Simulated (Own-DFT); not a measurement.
# Computed records: In3GaP4 (zincblende random alloy, strained, atoms displaced), InGa3As4 (zincblende random alloy, strained, atoms displaced)

Computed with Own-DFT development build. A calculation, not a measurement: plane-wave PBE density functional theory by an unreviewed code, no spin, of a simulated periodic cell, stress positive in tension, free energy of the whole cell less one offset for each atom, forces on such cells passed a denser k mesh, this cell's mesh not checked; offsets are fitted by least squares, one for each functional and potential file, so energies compare only between cells with the same atoms and settings and are not formation energies; the far tail of each file's local potential was reset to the Coulomb form; each entry is a single point on an unrelaxed cell, so the pressure reflects the starting lattice, mostly measured values, from which strain is counted, and rises with the displacements; printed positions are rounded, which can move forces by about a meV/angstrom; the program is a retired in-house code; no spin-orbit coupling; before rounding, a Quantum ESPRESSO 7.3.1 run of the same cell and cutoff gave forces within 1 meV/angstrom rms on each cell, which checks the program and not the settings.

Common to all runs: functional PBE; potential files PseudoDojo norm-conserving, scalar-relativistic, standard set; wave cutoff 42 hartree; occupations Fermi-Dirac; smearing width 0.1 eV; k mesh 3 x 3 x 3 centred on Gamma.

(1) 
```xyz
64
Lattice="11.3066 0.0000 0.0000 0.0000 11.3066 0.0000 0.0000 0.0000 11.7278" Properties=species:S:1:pos:R:3:force_x:R:1:force_y:R:1:force_z:R:1 formula=In3GaP4 free_energy_of_cell_above_offsets=-28.224 pressure=6.2 stress_xx=-6.88 stress_yy=-6.63 stress_zz=-5.1 stress_yz=0.69 stress_xz=-0.15 stress_xy=0.08
In    11.1782    11.2954     0.0053      1.172      0.307     -0.039
In     0.0235     2.7635     2.8786     -0.354      0.694      1.143
In     2.7518     0.0951     2.9048     -0.265     -1.097     -0.452
Ga     2.8657     2.8917     0.0194     -0.543     -0.671     -0.735
P      1.3594     1.4639     1.4278      1.209     -0.097     -1.782
P      1.4536     4.2518     4.3284     -0.842     -0.876      2.173
P      4.1783     1.3331     4.3538       -0.1      1.617      1.098
P      4.2182     4.1865     1.3879     -0.527      0.323      0.163
In     0.0392    11.2704     5.8677     -0.035      1.421      0.022
In     0.0293     2.8380     8.8312      0.057      -0.64     -0.313
In     2.7699     0.0276     8.7744      0.848     -1.313      0.842
Ga     2.7301     2.6806     5.8248      0.802      1.266     -0.095
P      1.5208     1.4441     7.4231     -1.194      0.917     -2.108
P      1.3958     4.2486    10.1942      1.899      0.427      1.287
P      4.2317     1.3098    10.2880      -1.16      1.679      0.317
P      4.2695     4.3361     7.2789     -2.518     -2.058      1.749
In    11.2461     5.5812     0.0322      1.006       0.51     -0.034
Ga     0.0464     8.4243     2.9247     -0.288      0.546      0.347
In     2.7712     5.6905     2.9316      1.522     -0.225      0.184
In     2.8171     8.5017    11.7061     -0.241      0.086      0.311
P      1.4121     7.0693     1.5487     -1.012      0.869     -0.926
P      1.4377     9.9069     4.4563      0.088     -1.584     -1.071
P      4.2928     7.0545     4.4691     -1.164      1.013     -0.544
P      4.2342     9.8634     1.5501     -0.278      0.684     -0.947
Ga    11.2852     5.6543     5.8501      0.224     -0.278      0.003
Ga    11.2965     8.5656     8.7923     -0.239     -0.864     -0.387
Ga     2.7923     5.7054     8.9015      0.067     -0.335     -1.295
Ga     2.8306     8.4774     5.7840      0.041     -0.299      0.723
P      1.3873     7.0216     7.3124      0.105      0.626      0.155
P      1.3173     9.9089    10.2455      -0.11     -0.515     -0.413
P      4.2191     7.0637    10.2207     -0.291      0.405     -0.848
P      4.1824     9.9032     7.3010      0.408     -1.555      0.269
In     5.6577    11.2579    11.6252      -0.11      -0.05      1.765
In     5.6233     2.7733     2.8843      0.193     -0.106      0.075
In     8.4711    11.2428     3.0800      0.817       0.84     -2.506
In     8.5224     2.8215    11.7120     -0.159      0.455       0.56
P      7.1038     1.3560     1.4403     -0.023     -0.198      0.045
P      7.0718     4.2209     4.3465     -0.413     -0.159      0.416
P      9.8290     1.4240     4.3353      1.236      0.325      1.124
P      9.9442     4.2728     1.5574      -0.92     -0.641     -0.382
In     5.6359     0.0136     5.8278     -0.704      -0.09      0.586
In     5.6634     2.7079     8.7845     -0.514      0.972     -0.106
In     8.5139    11.2473     8.7377     -0.662      0.924       0.71
In     8.5357     2.9029     5.9015     -0.779      -0.77     -0.724
P      7.0526     1.3738     7.2706      0.598      0.213      0.158
P      7.0971     4.2276    10.2207     -0.621     -0.244      0.416
P      9.9243     1.4179    10.2588     -0.623      -0.04     -0.667
P      9.9532     4.1349     7.3452      0.405      2.269     -0.396
In     5.5983     5.6916    11.6846      0.665     -0.664      0.045
In     5.6743     8.4484     2.8931       0.24     -0.027      0.803
In     8.4071     5.6641     2.8939      0.906      -0.08      0.755
In     8.5178     8.5786     0.0011      0.136     -1.795     -0.196
P      7.0982     7.0336     1.4499     -0.456      0.756     -0.876
P      7.0637    10.0273     4.3927     -1.376     -2.283      0.411
P      9.8955     7.1014     4.4016      0.934     -0.299     -0.213
P      9.8857     9.9004     1.4334      0.659      -0.73      2.413
In     5.5976     5.5994     5.8663      1.252       0.25     -0.746
Ga     5.6399     8.4443     8.8929      0.144      0.342     -1.013
In     8.4422     5.6840     8.7935      0.328     -0.286      -0.76
In     8.4429     8.5600     5.8142     -0.205     -0.662      0.411
P      6.9997     7.0390     7.2967     -0.021       1.34      0.738
P      7.1084     9.8860    10.3064     -0.764     -0.799     -1.907
P      9.9107     6.9660    10.2627      0.403      2.002     -0.587
P      9.8601     9.9758     7.2629      1.148     -1.751      0.851
```

Units: free_energy_of_cell_above_offsets in eV; pressure, stress_xx, stress_yy, stress_zz, stress_yz, stress_xz, stress_xy in GPa; force_x, force_y, force_z in eV/Å.

(2) 
```xyz
64
Lattice="11.3066 0.0000 0.0000 0.0000 11.3066 0.0000 0.0000 0.0000 11.7318" Properties=species:S:1:pos:R:3 formula=InGa3As4
In     0.0251    11.2656    11.7175
In     0.0405     2.8536     2.9602
Ga     2.7936    11.2830     2.9542
Ga     2.8184     2.8918     0.0054
As     1.4634     1.4047     1.5119
As     1.4965     4.1978     4.3766
As     4.2397     1.3605     4.3926
As     4.2790     4.2350     1.4666
Ga     0.0654     0.0699     5.8028
Ga     0.0058     2.8062     8.8817
Ga     2.8387    11.2680     8.6943
In     2.7566     2.7738     5.8302
As     1.3091     1.3714     7.3093
As     1.4186     4.1127    10.2619
As     4.2017     1.4262    10.2317
As     4.3228     4.2745     7.4108
Ga    11.2824     5.7273    11.6112
Ga     0.0092     8.4615     2.9430
Ga     2.8490     5.6682     2.9806
Ga     2.7947     8.4588     0.0324
As     1.4781     7.0104     1.4943
As     1.4881     9.8339     4.3265
As     4.2346     7.0357     4.4327
As     4.3062     9.8994     1.5224
Ga     0.1248     5.7335     5.8687
In    11.2633     8.4902     8.7223
Ga     2.9459     5.6803     8.8001
Ga     2.7824     8.4237     5.8621
As     1.4025     7.0968     7.2986
As     1.3632     9.8366    10.2536
As     4.1364     7.0175    10.2138
As     4.3481     9.8221     7.3383
Ga     5.6114     0.0639     0.1088
In     5.6138     2.8249     3.0155
In     8.4263     0.0193     2.8721
Ga     8.4329     2.8675    11.6498
As     7.1345     1.4732     1.4551
As     7.0195     4.2124     4.4682
As     9.9030     1.4460     4.4240
As     9.8715     4.2336     1.5132
Ga     5.6979     0.0025     5.8509
Ga     5.7217     2.7552     8.8046
In     8.5425     0.1030     8.7750
Ga     8.5694     2.8861     5.9243
As     7.0987     1.3794     7.3456
As     7.1465     4.2169    10.3050
As     9.9414     1.4535    10.2862
As     9.9285     4.2385     7.3694
Ga     5.6230     5.5814    11.7117
In     5.5902     8.4846     2.8875
Ga     8.4471     5.6330     2.9646
Ga     8.5313     8.4818    11.7313
As     7.1415     7.0254     1.5004
As     7.0823     9.9063     4.4596
As     9.8623     6.9822     4.4155
As     9.9484     9.8558     1.3499
Ga     5.7316     5.6043     5.8514
Ga     5.6076     8.5440     8.8100
Ga     8.5202     5.5885     8.7158
Ga     8.5446     8.5468     5.9095
As     7.0654     7.0883     7.2631
As     7.0204     9.8958    10.3209
As     9.9186     7.0217    10.1968
As     9.8598     9.9191     7.3743
```

## Withheld values
1. InGa3As4 (zincblende random alloy, strained, atoms displaced) (entry 2): stress zz?

Calculated values
1. -4.76 GPa

Further results for InGa3As4 (zincblende random alloy, strained, atoms displaced) (entry 2):

- free energy of cell above offsets: -21.475 eV
- pressure: 5.98 GPa
- stress xx: -6.49 GPa
- stress yy: -6.69 GPa
- stress yz: 0.54 GPa
- stress xz: -0.9 GPa
- stress xy: 0.46 GPa

Force:
```csv
element,x (eV/Å),y (eV/Å),z (eV/Å)
In,0.714,1.144,-0.007
In,-0.411,-0.238,-0.419
Ga,0.657,0.043,-0.415
Ga,0.427,-0.758,0.331
As,1.145,-0.075,-0.544
As,-0.556,2.748,0.014
As,-0.344,-1.842,0.545
As,-1.188,0.801,-0.537
Ga,-0.692,-1.201,-0.276
Ga,-0.17,-0.049,-0.832
Ga,-0.099,-0.165,0.495
In,1.382,0.06,1.557
As,0.124,-0.25,1.41
As,0.163,1.699,-0.178
As,0.057,-0.225,0.293
As,0.233,-0.336,-0.34
Ga,0.509,-1.036,1.05
Ga,-0.286,-0.473,-0.312
Ga,0.309,-0.297,-0.286
Ga,0.318,0.24,-0.094
As,-0.747,0.173,-0.234
As,-0.757,0.272,0.802
As,-0.35,-0.665,0.777
As,-2.372,1.585,-1.95
Ga,-0.682,-0.998,-0.51
In,0.264,-0.287,0.471
Ga,-1.536,-1.003,-0.682
Ga,0.758,0.341,-0.017
As,1.44,-1.04,0.028
As,2.41,0.075,-0.401
As,1.402,1.14,1.273
As,-1.253,0.814,-1.035
Ga,0.223,0.028,-0.745
In,0.479,-0.249,-0.917
In,1.172,-0.916,0.605
Ga,1.168,-0.41,1.093
As,-1.071,0.717,-1.739
As,1.839,0.584,0.445
As,-0.359,-0.345,1.056
As,-0.632,0.965,-1.488
Ga,-0.164,-0.017,0.257
Ga,-0.141,0.457,0.306
In,-0.579,-0.954,1.385
Ga,-0.608,-0.444,-0.183
As,-1.174,1.549,-1.684
As,-1.061,0.66,-1.223
As,-0.303,1.296,0.507
As,1.06,0.05,-0.363
Ga,0.446,0.658,-0.11
In,1.54,-1.078,1.357
Ga,0.033,-0.5,0.056
Ga,-0.507,-0.578,-0.45
As,-0.053,-0.33,-1.181
As,-0.017,-0.474,0.627
As,0.402,0.838,0.155
As,-0.765,-1.435,1.837
Ga,-0.764,0.578,0.54
Ga,0.822,-1.181,0.689
Ga,-0.695,0.648,0.429
Ga,-0.26,-0.536,-0.373
As,0.157,0.078,0.747
As,-0.112,-0.118,0.425
As,-1.5,-0.26,0.579
As,0.556,0.519,-2.618
```
